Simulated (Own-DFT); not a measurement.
# Same atoms, different arrangement: C34N2Si36, 72 atoms

Calculated results; nothing here was measured. The program, named Own-DFT, is a retired in-house plane-wave density functional code that no person has reviewed. Each row is one single-point run on a periodic cell that was not relaxed, without spin or spin-orbit coupling.

Settings of every run: PBE; PseudoDojo norm-conserving scalar-relativistic files; cutoff 42 hartree; 4 x 4 x 3 k mesh centred on Gamma; Fermi-Dirac smearing of 0.1 eV.

Known limits: not probed for a lower state with spin; forces on such cells passed a denser k mesh, each cell not checked; stress not checked against mesh or cutoff.

All cells hold the same atoms in the same cell, with vectors in Å (9.248, 0.000, 0.000); (-4.624, 8.009, 0.000); (0.000, 0.000, 10.068). Every atom was moved at random from its ideal site; u is the rms move along one axis. The defect's site can differ from row to row. E is the free energy of the cell above the lowest run. The arrangements:

- A: 4H SiC, with two N on a C site each, 3.1 Å apart
- B: 2H SiC, with two N on a C site each, 3.1 Å apart

```
arrangement,u (Å),E (eV),P (GPa)
A,0.0280,0.000,2.53
A,0.0290,0.180,2.70
A,0.0294,0.396,2.75
A,0.0484,4.730,4.08
A,0.0499,3.912,4.15
A,0.0525,5.312,4.36
B,0.0287,1.212,2.98
B,0.0290,0.750,2.74
B,0.0290,0.972,2.76
B,0.0472,4.361,4.07
B,0.0506,5.412,4.43
B,0.0510,6.102,4.64
```

Question: once the cost of the random moves is taken out, how do the arrangements rank?

## Worked answer

Fit E = a + b u², with one b for all and one a for each arrangement, and with residuals divided by u², since the noise grows with the moves. Then b = 2638 eV/Å², the scatter at u = 0.04 Å is 0.33 eV, and against A:

- B: 0.77 ± 0.13 eV (higher)

These are energies of unrelaxed cells. Relaxing the atoms lowers the strained arrangements most, so the gaps would shrink and small ones could change sign.
